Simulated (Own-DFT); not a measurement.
# What a defect does to the pressure of its cell: 2H SiC

Calculated, not measured: single-point runs of Own-DFT, a retired in-house plane-wave DFT program that no person has reviewed, on unrelaxed cells, without spin or spin-orbit coupling.

All runs used: PBE; PseudoDojo norm-conserving scalar-relativistic files; cutoff 42 hartree; 4 x 4 x 3 k mesh centred on Gamma; Fermi-Dirac smearing of 0.1 eV.

Limits (not all hold for every row): not probed for a lower state with spin; forces on such cells passed a denser k mesh, each cell not checked; stress not checked against mesh or cutoff.

All runs share one cell, with vectors in Å (9.248, 0.000, 0.000); (-4.624, 8.009, 0.000); (0.000, 0.000, 10.068) and a volume of 745.7 Å³. u is the rms random offset of the atoms per axis. The defect's site can differ from row to row.

```
cell,formula,u (Å),P (GPa)
no defect,C36Si36,0.0285,3.76
no defect,C36Si36,0.0616,6.49
no defect,C36Si36,0.0619,7.03
one Al on a Si site and one N on a C site,AlC35NSi35,0.0300,4.06
one Al on a Si site and one N on a C site,AlC35NSi35,0.0309,3.95
one Al on a Si site and one N on a C site,AlC35NSi35,0.0482,5.03
one Al on a Si site and one N on a C site,AlC35NSi35,0.0487,?
one C on a Si site,C37Si35,0.0284,1.57
one C on a Si site,C37Si35,0.0312,2.07
one C on a Si site,C37Si35,0.0489,2.70
two N on a C site each,C34N2Si36,0.0302,2.94
two N on a C site each,C34N2Si36,0.0309,2.81
two N on a C site each,C34N2Si36,0.0480,3.87
two Al on a Si site each,Al2C36Si34,0.0293,5.74
two Al on a Si site each,Al2C36Si34,0.0458,7.08
two Al on a Si site each,Al2C36Si34,0.0487,7.16
```

## Fit

P = P0 + c u² + a shift for each defect gives P0 = 3.27 GPa, c = 886 ± 72 GPa/Å² and a scatter of 0.24 GPa. The shifts, and each times the cell's volume:

- two Al on a Si site each: 1.82 ± 0.21 GPa, 8.5 eV (4.2 eV for each of its 2 sites)
- one Al on a Si site and one N on a C site: -0.15 ± 0.22 GPa, -0.7 eV (not resolved)
- two N on a C site each: -1.29 ± 0.22 GPa, -6.0 eV (-3.0 eV for each of its 2 sites)
- one C on a Si site: -2.38 ± 0.22 GPa, -11.1 eV

A positive shift means that the defect pushes the cell outwards. Shift times volume (160.2 GPa Å³ is 1 eV) depends little on the cell's size, so, taken for each site, it can be compared between cells at like pressure. The atoms around the defects weren't relaxed, which would change these numbers.

## Prediction

The question: what pressure belongs in the blank (one Al on a Si site and one N on a C site, u = 0.0487 Å)?

From the fit: 5.22 ± 0.29 GPa. DFT gave 5.42 GPa.
